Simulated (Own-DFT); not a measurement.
# Computed records: Hf16O31 (monoclinic hafnia with two neutral oxygen vacancies, atoms displaced)

Computed with Own-DFT development build. A calculation, not a measurement: plane-wave PBE and HSE06 DFT by an unreviewed code, no spin, of a simulated cell at Gamma alone, so results move with cell size and shape, stress positive in tension, energies less offsets, not probed for a lower state with spin; hafnium file: forces about 75 meV/angstrom off all-electron values; oxygen file: force components 24 meV/angstrom off all-electron in a glass; k mesh not checked against a denser one; forces and stress are PBE's, HSE06 gives the energy alone, and its difference from PBE has offsets of its own; offsets are fitted by least squares, one for each functional and potential file, so energies compare only between cells with the same atoms and settings and are not formation energies; the far tail of each file's local potential was reset to the Coulomb form; each entry is a single point on an unrelaxed cell, so the pressure reflects the starting lattice, mostly measured values, from which strain is counted, and rises with the displacements; printed positions are rounded, which can move forces by about a meV/angstrom; the program is a retired in-house code; no spin-orbit coupling.

```cif
# cell vector a (Å): 10.2340 0.0000 0.0000
# cell vector b (Å): 0.0000 10.3500 0.0000
# cell vector c (Å): -1.6955 0.0000 10.4453
data_Hf16O31
_symmetry_space_group_name_H-M 'P 1'
_symmetry_Int_Tables_number 1
_cell_length_a 10.2340
_cell_length_b 10.3500
_cell_length_c 10.5820
_cell_angle_alpha 90.000
_cell_angle_beta 99.220
_cell_angle_gamma 90.000
_cell_volume 1106.39
loop_
_atom_site_label
_atom_site_type_symbol
_atom_site_fract_x
_atom_site_fract_y
_atom_site_fract_z
_atom_site_occupancy
Hf1 Hf 0.14837 0.01940 0.09907 1
Hf2 Hf 0.37184 0.27527 0.14937 1
Hf3 Hf 0.36957 0.48368 0.40034 1
Hf4 Hf 0.14354 0.22342 0.35101 1
O1 O 0.03678 0.17300 0.17673 1
O2 O 0.46421 0.41916 0.07051 1
O3 O 0.46160 0.33909 0.32339 1
O4 O 0.03519 0.07843 0.41881 1
O5 O 0.22135 0.38153 0.24028 1
O6 O 0.27664 0.12948 0.01102 1
O7 O 0.27026 0.12731 0.26014 1
Hf5 Hf 0.13358 0.01857 0.59941 1
Hf6 Hf 0.35563 0.27014 0.64881 1
Hf7 Hf 0.35757 0.47321 0.89573 1
Hf8 Hf 0.14644 0.22006 0.85402 1
O8 O 0.03543 0.16739 0.67561 1
O9 O 0.46058 0.42199 0.57529 1
O10 O 0.46799 0.33568 0.82838 1
O11 O 0.02952 0.08381 0.92741 1
O12 O 0.28287 0.13034 0.51409 1
O13 O 0.27403 0.12485 0.75942 1
O14 O 0.22251 0.36984 0.99100 1
Hf9 Hf 0.13918 0.52158 0.10711 1
Hf10 Hf 0.36879 0.77257 0.14395 1
Hf11 Hf 0.36314 0.97299 0.40227 1
Hf12 Hf 0.13058 0.72443 0.34530 1
O15 O 0.02885 0.65908 0.17767 1
O16 O 0.46387 0.91705 0.07455 1
O17 O 0.44490 0.83356 0.32961 1
O18 O 0.03079 0.59027 0.42979 1
O19 O 0.22297 0.89038 0.24133 1
O20 O 0.27401 0.62827 0.99890 1
O21 O 0.26664 0.62059 0.25427 1
O22 O 0.22536 0.87741 0.48427 1
Hf13 Hf 0.13771 0.52943 0.60981 1
Hf14 Hf 0.36586 0.77547 0.65462 1
Hf15 Hf 0.36817 0.97084 0.89592 1
Hf16 Hf 0.14006 0.73193 0.85796 1
O23 O 0.03613 0.66666 0.66754 1
O24 O 0.46624 0.92227 0.57597 1
O25 O 0.45950 0.83312 0.83103 1
O26 O 0.03866 0.57662 0.92584 1
O27 O 0.23166 0.89082 0.74467 1
O28 O 0.26902 0.62678 0.50845 1
O29 O 0.27058 0.62618 0.75913 1
O30 O 0.21872 0.86625 0.99011 1
Hf17 Hf 0.63728 0.01530 0.09982 1
Hf18 Hf 0.85322 0.27557 0.14879 1
Hf19 Hf 0.86102 0.48084 0.39503 1
Hf20 Hf 0.63883 0.23077 0.35666 1
O31 O 0.53098 0.15872 0.16652 1
O32 O 0.96350 0.43071 0.08027 1
O33 O 0.95214 0.32214 0.32952 1
O34 O 0.53507 0.08540 0.43195 1
O35 O 0.72325 0.36991 0.23445 1
O36 O 0.76796 0.13249 0.01026 1
O37 O 0.77649 0.12350 0.26261 1
O38 O 0.72882 0.37259 0.48886 1
Hf21 Hf 0.63956 0.01577 0.60206 1
Hf22 Hf 0.86511 0.26373 0.64557 1
Hf23 Hf 0.86505 0.47291 0.89713 1
Hf24 Hf 0.63581 0.22806 0.85459 1
O39 O 0.54297 0.15976 0.67863 1
O40 O 0.97243 0.40623 0.57791 1
O41 O 0.96472 0.34285 0.82888 1
O42 O 0.53646 0.08069 0.92083 1
O43 O 0.72131 0.37819 0.73949 1
O44 O 0.77487 0.13096 0.50701 1
O45 O 0.76518 0.12021 0.76120 1
O46 O 0.72734 0.37529 0.98233 1
Hf25 Hf 0.63155 0.52512 0.10195 1
Hf26 Hf 0.86395 0.76258 0.14830 1
Hf27 Hf 0.86276 0.97690 0.39124 1
Hf28 Hf 0.63008 0.73133 0.35897 1
O47 O 0.53687 0.66986 0.17306 1
O48 O 0.97005 0.91085 0.08845 1
O49 O 0.96960 0.83329 0.33146 1
O50 O 0.53037 0.57457 0.42824 1
O51 O 0.73070 0.87768 0.24225 1
O52 O 0.77102 0.61991 0.00670 1
O53 O 0.77612 0.62188 0.26138 1
O54 O 0.72294 0.87201 0.49208 1
Hf29 Hf 0.64281 0.51940 0.61343 1
Hf30 Hf 0.85720 0.76943 0.64879 1
Hf31 Hf 0.86870 0.98321 0.91058 1
Hf32 Hf 0.63697 0.72390 0.85346 1
O55 O 0.53638 0.66428 0.67716 1
O56 O 0.96500 0.91341 0.56986 1
O57 O 0.95789 0.82825 0.82894 1
O58 O 0.52512 0.58955 0.92464 1
O59 O 0.72454 0.88156 0.73451 1
O60 O 0.77638 0.62614 0.50554 1
O61 O 0.77477 0.62157 0.76095 1
O62 O 0.72384 0.86661 0.99016 1
_calc_first_functional 'PBE'
_calc_second_functional 'HSE06'
_calc_exact_exchange_share 0.25
_calc_screening 0.11  # 1/bohr
_calc_exchange_divergence 'Gygi-Baldereschi'
_calc_potential_files 'PseudoDojo norm-conserving, scalar-relativistic, made for PBE, standard set'
_calc_wave_cutoff 48  # hartree
_calc_occupations 'fixed'
_calc_k_mesh '1 x 1 x 1 centred on Gamma'
_calc_PBE_energy_of_cell_above_offsets '-87.816'  # eV
_calc_HSE06_less_PBE_above_offsets '0.585'  # eV
_calc_PBE_pressure 6.01  # GPa
_calc_PBE_stress_xx -6.88  # GPa
_calc_PBE_stress_yy -5.43  # GPa
_calc_PBE_stress_zz -5.72  # GPa
_calc_PBE_stress_yz -0.95  # GPa
_calc_PBE_stress_xz 0.22  # GPa
_calc_PBE_stress_xy 1.02  # GPa
```

Force:
| element | x (eV/Å) | y (eV/Å) | z (eV/Å) |
| --- | --- | --- | --- |
| Hf | -1.825 | 1.278 | 2.504 |
| Hf | -2.06 | -0.574 | -0.36 |
| Hf | -4.066 | -1.542 | -0.515 |
| Hf | -1.311 | 1.358 | 0.391 |
| O | -0.235 | -0.831 | -1.39 |
| O | 0.229 | -0.38 | 0.876 |
| O | 1.483 | -0.892 | 0.054 |
| O | 0.32 | 0.251 | 0.429 |
| O | 0.283 | -0.151 | 0.387 |
| O | 0.391 | -0.399 | -0.465 |
| O | 1.711 | -0.935 | -0.273 |
| Hf | 0.312 | 0.5 | -0.505 |
| Hf | 1.702 | 0.458 | -0.745 |
| Hf | -0.534 | 0.694 | -0.939 |
| Hf | -1.418 | 2.091 | 0.629 |
| O | 0.453 | -0.964 | 0.056 |
| O | 0.155 | -0.946 | 1.373 |
| O | -0.752 | 0.126 | -0.176 |
| O | 1.162 | 0.589 | -0.316 |
| O | -1.064 | 0.167 | -0.211 |
| O | 0.436 | -0.358 | 0.383 |
| O | 0.403 | -0.345 | -0.536 |
| Hf | 0.198 | -1.155 | -0.985 |
| Hf | -2.734 | -0.782 | 0.013 |
| Hf | -1.676 | 3.87 | -0.608 |
| Hf | 1.262 | 0.724 | 2.154 |
| O | -0.114 | 0.2 | -0.396 |
| O | -0.125 | -0.644 | 0.504 |
| O | 3.753 | -3.017 | -0.752 |
| O | -0.341 | -0.666 | -0.484 |
| O | 0.155 | -1.183 | -0.882 |
| O | 0.493 | 0.67 | 1.719 |
| O | 1.316 | 0.783 | 0.031 |
| O | -0.602 | -1.139 | 1.354 |
| Hf | 0.425 | -1.955 | -1.31 |
| Hf | -0.802 | -0.807 | -2.192 |
| Hf | -1.29 | 3.479 | 0.168 |
| Hf | -1.508 | -1.689 | -0.76 |
| O | -1.459 | 1.632 | 1.26 |
| O | -0.799 | -2.032 | 1.293 |
| O | 2.04 | -1.654 | -0.419 |
| O | 0.541 | 1.765 | -0.841 |
| O | -0.742 | -1.095 | -0.627 |
| O | 0.706 | 0.746 | 0.324 |
| O | 0.66 | -0.423 | 0.117 |
| O | 0.83 | 0.744 | 0.306 |
| Hf | 1.013 | 1.121 | 0.764 |
| Hf | 2.862 | -0.818 | -0.757 |
| Hf | 1.174 | -1.278 | 0.552 |
| Hf | 0.055 | -0.803 | 0.275 |
| O | 0.182 | 0.465 | 0.839 |
| O | -0.929 | -1.606 | 0.85 |
| O | 0.777 | 1.07 | 0.548 |
| O | 0.087 | 0.56 | -1.708 |
| O | -1.968 | 1.994 | 0.272 |
| O | 0.581 | -0.664 | 0.514 |
| O | -0.619 | -0.58 | -0.448 |
| O | -0.706 | 0.014 | -0.049 |
| Hf | 0.424 | 2.115 | 1.107 |
| Hf | -0.736 | 1.327 | 0.218 |
| Hf | -0.15 | 1.39 | 0.092 |
| Hf | 0.476 | 0.072 | -0.731 |
| O | -1.88 | 1.031 | -0.562 |
| O | -0.043 | 0.695 | -0.159 |
| O | 1.784 | -2.634 | -0.872 |
| O | -0.857 | -0.787 | 0.188 |
| O | 0.144 | -0.006 | -0.443 |
| O | 0.318 | -0.381 | 0.272 |
| O | 2.248 | -0.3 | 0.553 |
| O | -0.997 | -0.59 | 1.088 |
| Hf | 1.621 | -1.115 | -0.569 |
| Hf | -0.739 | 0.764 | -0.44 |
| Hf | 0.114 | 0.706 | 0.373 |
| Hf | 1.069 | -0.566 | 0.32 |
| O | -0.433 | 0.562 | 0.722 |
| O | -0.115 | 0.505 | -0.926 |
| O | -0.655 | -0.213 | -0.816 |
| O | 3.284 | 3.29 | -0.511 |
| O | -1.117 | -0.298 | -0.198 |
| O | -0.284 | 1.466 | 0.628 |
| O | -0.837 | -0.134 | -0.063 |
| O | -0.185 | -0.917 | -1.054 |
| Hf | -0.224 | -1.252 | -1.203 |
| Hf | 0.938 | 0.317 | -0.41 |
| Hf | -1.518 | -1.01 | -1.622 |
| Hf | 0.93 | 0.302 | 0.836 |
| O | -0.729 | 0.652 | -0.277 |
| O | -0.272 | -0.296 | 1 |
| O | 0.559 | 0.392 | 0.385 |
| O | 0.573 | 0.291 | -0.015 |
| O | -0.358 | -1.085 | 1.012 |
| O | -0.87 | 0.658 | 0.806 |
| O | 0.171 | 0.025 | -0.146 |
| O | -0.122 | -0.023 | 0.129 |
